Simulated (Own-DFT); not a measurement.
SiC (4H silicon carbide, atoms displaced) (calculated)

A calculation, not a measurement: plane-wave PBE density functional theory by an unreviewed code, no spin, of a simulated periodic cell, stress positive in tension, free energy of the whole cell less one offset for each atom, forces on such cells passed a denser k mesh, this cell's mesh not checked; offsets are fitted by least squares, one for each functional and potential file, so energies compare only between cells with the same atoms and settings and are not formation energies; the far tail of each file's local potential was reset to the Coulomb form; each entry is a single point on an unrelaxed cell, so the pressure reflects the starting lattice, mostly measured values (interpolated for alloys), from which strain is counted, and rises with the displacements; printed positions are rounded, which can move forces by about a meV/angstrom; the program, named Own-DFT, is a retired in-house code; no spin-orbit coupling. Program: Own-DFT development build.

```xyz
128
Lattice="12.3308 0.0000 0.0000 -6.1654 10.6788 0.0000 0.0000 0.0000 10.0681" Properties=species:S:1:pos:R:3:force_x:R:1:force_y:R:1:force_z:R:1 formula=SiC functional=PBE potential_files=PseudoDojo_norm-conserving,scalar-relativistic,standard_set wave_cutoff=42 occupations=Fermi-Dirac smearing_width=0.1 hardware=one_NVIDIA_H200 k_mesh=3_x_3_x_3_centred_on_Gamma free_energy_of_cell_above_offsets=25.550 pressure=12.72 stress_xx=-11.42 stress_yy=-10.67 stress_zz=-16.08 stress_yz=1.37 stress_xz=0.35 stress_xy=-3.67 wall_time=543.2
Si     6.1679    10.5020     4.0774     -4.668      4.502      0.638
Si     0.1123     1.6241     1.4883     -1.699      1.669      1.424
C      5.9983    10.6693     0.8823      5.048     -1.068      3.351
C     -0.0624     1.7394     3.2914      2.284     -1.484      2.574
Si    -1.4541     2.6120     4.0634      4.852      4.687      0.947
Si    -1.3980     4.4913     1.5279     -4.699     -3.516     -0.701
C     10.8895     2.3337     0.9645     -1.405      5.389     -2.677
C     -1.5601     4.5001     3.2786     -1.389     -1.212      4.788
Si     9.1173     5.2779     4.2074      3.869      0.146     -3.842
Si    -3.1337     7.0953     1.6265      0.322     -0.217     -1.255
C     -3.0628     5.3748     0.7661     -0.425     -0.437      5.962
C     -2.9302     7.0782     3.5216     -5.347     -1.522     -1.485
Si    -4.5474     7.9192     4.1423     -1.194      2.581     -0.731
Si    -4.4410     9.7864     1.5746     -5.091     -1.421      1.442
C      7.4923     7.9464     1.0456      4.358      1.178       0.49
C     -4.7732     9.9307     3.4186      7.959     -3.921     -0.924
Si     3.1875     0.0433     4.2863     -2.337      0.756     -5.305
Si     3.1332     1.7962     1.5914     -2.462     -1.064       2.53
C      3.0661     0.0210     1.0133      2.984      0.812     -1.438
C      3.2391     1.8441     3.6360     -3.993      -2.18     -3.764
Si     1.5136     2.7040     3.8806      0.275     -6.327       3.81
Si     1.4664     4.4896     1.6769      3.369     -2.535     -2.136
C      1.5508     2.5998     1.1303      1.082      1.058     -2.969
C      1.4665     4.3000     3.4222      1.281       6.27      2.541
Si    -0.0502     5.2568     4.0878     -0.561     -1.802      1.186
Si     0.0037     7.1575     1.4160     -1.302     -2.355      3.091
C      0.0545     5.1791     1.0187     -0.399      5.221     -4.519
C     -0.0596     6.8923     3.5163     -0.186      5.407     -1.976
Si    -1.6783     8.1201     4.0126      5.033     -1.612      2.238
Si    -1.4827     9.8480     1.6282      -0.14      0.311     -4.597
C     -1.6014     8.1251     0.8582      0.575     -1.195      4.025
C     -1.4788     9.7690     3.3298     -1.155       1.64      4.612
Si     5.9774     0.2329     4.1318      2.175     -9.695     -2.517
Si     6.0489     1.7002     1.6375      0.788      2.336     -2.102
C      6.2583     0.1000     0.8253     -1.499     -2.371      3.619
C      5.9996     1.7360     3.6029      5.973      4.447      -5.72
Si     4.6879     2.6466     4.0179     -2.577      6.021      3.037
Si     4.6323     4.5145     1.7789     -3.337      -1.76     -6.493
C      4.4709     2.6090     0.9086      4.616      2.171     -0.677
C      4.8825     4.4958     3.4064     -3.561     -1.579      5.428
Si     3.0684     5.3793     4.2841      0.528     -2.647     -5.167
Si     3.1388     7.1767     1.7066      -2.29      -2.69     -0.503
C      3.0103     5.1852     0.9643      1.717      2.804        0.5
C      3.2044     6.9990     3.6034      -3.51      1.149     -1.807
Si     1.3156     7.9266     4.1943      1.741      0.807     -4.546
Si     1.5430     9.7379     1.5963      0.564      2.105     -5.634
C      1.5120     8.0455     1.1076       1.07     -1.327     -3.009
C      1.5359     9.7885     3.2144     -1.347      0.465      10.43
Si     2.9801    10.6301     4.0963      1.908      0.931     -1.995
Si     9.2933     1.7342     1.6298      0.944      -0.41     -0.272
C      3.1064    10.5752     0.9801     -0.332      0.708      0.829
C      9.5766     1.8224     3.5394     -10.94     -4.598     -3.116
Si     7.6193     2.6156     4.1020       2.72      0.541      1.408
Si     7.5933     4.4487     1.6699      1.457      0.217     -1.769
C      7.7880     2.7079     0.9216     -1.182     -0.254      4.561
C      7.5990     4.4831     3.6261       3.36     -2.672     -3.185
Si     6.2428     5.3728     4.0907     -3.164      2.212      3.524
Si     6.0531     7.2199     1.7898     -0.446     -2.365     -4.916
C      6.0141     5.1794     0.8944      2.627       2.03      1.677
C      6.1818     7.2344     3.4640      0.253     -2.013      5.256
Si     4.5211     7.9713     4.1736       2.62      0.917     -0.925
Si     4.7541     9.8273     1.6762      -4.51     -2.558      -3.01
C      4.5905     7.9530     1.0525      0.842      1.949     -2.196
C      4.5710     9.6714     3.3654     -0.051      0.538      5.812
Si     6.1887    10.6113     9.3104     -1.832       0.68     -6.006
Si     6.1575     8.9149     6.6047     -1.036     -0.391      1.965
C     -6.0609    10.5755     5.9029     -2.816      0.483      1.469
C      6.0995     8.8953     8.5625      2.542      0.578     -1.158
Si    -4.5288     7.9441     9.3370     -4.027     -0.785     -2.638
Si     7.7262     6.3643     6.6503     -1.578     -3.238     -0.747
C      7.5891     8.0392     6.0224      2.822     -0.026     -1.819
C      7.5671     6.2890     8.4250      1.439      -1.22      3.476
Si    -3.0501     5.4038     9.1333     -1.652     -0.946     -4.097
Si     9.1736     3.4762     6.5830      7.564      3.453      0.025
C     -3.0670     5.3211     5.9370     -4.688     -2.254      1.155
C      9.2747     3.4215     8.3385      0.652      3.231      3.488
Si    -1.4851     2.6749     9.0178      0.461      0.256      2.735
Si    10.6709     0.8624     6.6913      3.018      1.477     -0.677
C     -1.3220     2.6852     5.8867      -4.41     -1.255      1.288
C     10.6547     0.9828     8.5683       1.82      -3.53     -1.619
Si     9.1710     0.0240     9.2296      1.961     -1.092     -1.403
Si     3.1669     8.7435     6.5084     -4.909      4.499      2.129
C      9.2934     0.1033     5.8934     -2.768     -3.172      0.853
C      2.8954     8.9469     8.3738      3.176     -0.423      1.308
Si     4.7245     7.9626     9.0827     -3.972     -0.211       2.53
Si     4.5003     6.3564     6.6647      3.312     -8.784      2.329
C      4.5359     7.8454     6.0461      4.039      6.027     -3.091
C      4.5631     6.1059     8.5696      5.685      5.039     -3.377
Si     6.0575     5.2144     9.1657      2.537      1.766     -1.611
Si     6.2361     3.5835     6.7283     -0.907     -3.763     -6.763
C      6.1638     5.1179     6.0568     -0.095      8.045     -2.647
C      6.1910     3.5464     8.3451      0.104     -0.078      8.738
Si     7.8424     2.7893     9.2575     -1.912     -2.429     -3.862
Si     7.5867     0.9619     6.6488      3.017     -1.417      0.504
C      7.8689     2.6844     6.1033     -8.101     -3.284     -4.341
C      7.7438     0.8826     8.5991      -2.73      1.391      -1.42
Si    -0.0061    10.6745     9.1490      0.206      0.748      -2.64
Si    -0.0728     8.9121     6.6889      0.599     -0.928     -2.979
C      6.1801     0.0650     5.7875      0.137     -1.469      6.589
C      0.0109     8.8038     8.4872     -2.221       3.17      1.025
Si     1.4908     8.0842     9.1583      1.766      -0.93          1
Si     1.5665     6.2674     6.5462     -2.115     -2.413       3.46
C      1.5722     7.8481     5.8981     -0.774      4.997      1.903
C      1.4026     6.4033     8.5806      2.661     -3.429     -1.965
Si     3.2444     5.3579     9.0584      -10.3     -2.585      5.063
Si     2.9559     3.6857     6.5325      1.264     -5.187      0.981
C      3.1294     5.3642     5.9997     -1.647      0.756      2.197
C      2.9890     3.5607     8.5549      2.231      2.694     -3.376
Si     4.5727     2.9319     8.9983      1.635     -4.901      1.919
Si     4.6600     0.8447     6.6367     -0.801      2.247     -3.173
C      4.4785     2.6231     5.8259      2.196      0.901       3.74
C      4.6278     0.8639     8.3667      0.217      0.852      3.983
Si     3.1283     0.0959     9.1907     -1.166     -2.019     -1.192
Si    -3.0415     9.0080     6.4823      -3.57     -3.675      4.454
C     -2.9601    10.6107     5.9912     -1.792      3.074      1.968
C     -3.2342     8.8287     8.5919      4.029      3.048     -1.566
Si    -1.5579     8.0842     9.2002      -1.26     -1.212      -3.98
Si    -1.7570     6.1055     6.5475      7.066       4.34      2.503
C     -1.7000     8.0649     5.9272      3.071      -1.91     -0.109
C     -1.5314     6.2384     8.5218     -1.335      0.548     -1.022
Si    -0.0397     5.3050     9.0130      1.772      -0.33       1.74
Si    -0.0265     3.5843     6.6497       2.73     -0.633     -1.079
C      0.0027     5.3418     6.0712     -0.847      0.033     -1.765
C      0.1447     3.5169     8.4468     -1.388      0.298      1.772
Si     1.6933     2.5988     9.1627     -4.211      1.388        2.5
Si     1.3764     0.8808     6.7088      2.593      0.395     -0.667
C      1.5413     2.5488     5.9732     -0.854      2.708      -0.83
C      1.4529     0.9284     8.6170      1.401     -2.378     -1.018
```

Units: wave_cutoff in hartree; smearing_width, free_energy_of_cell_above_offsets in eV; pressure, stress_xx, stress_yy, stress_zz, stress_yz, stress_xz, stress_xy in GPa; wall_time in s; force_x, force_y, force_z in eV/Å.
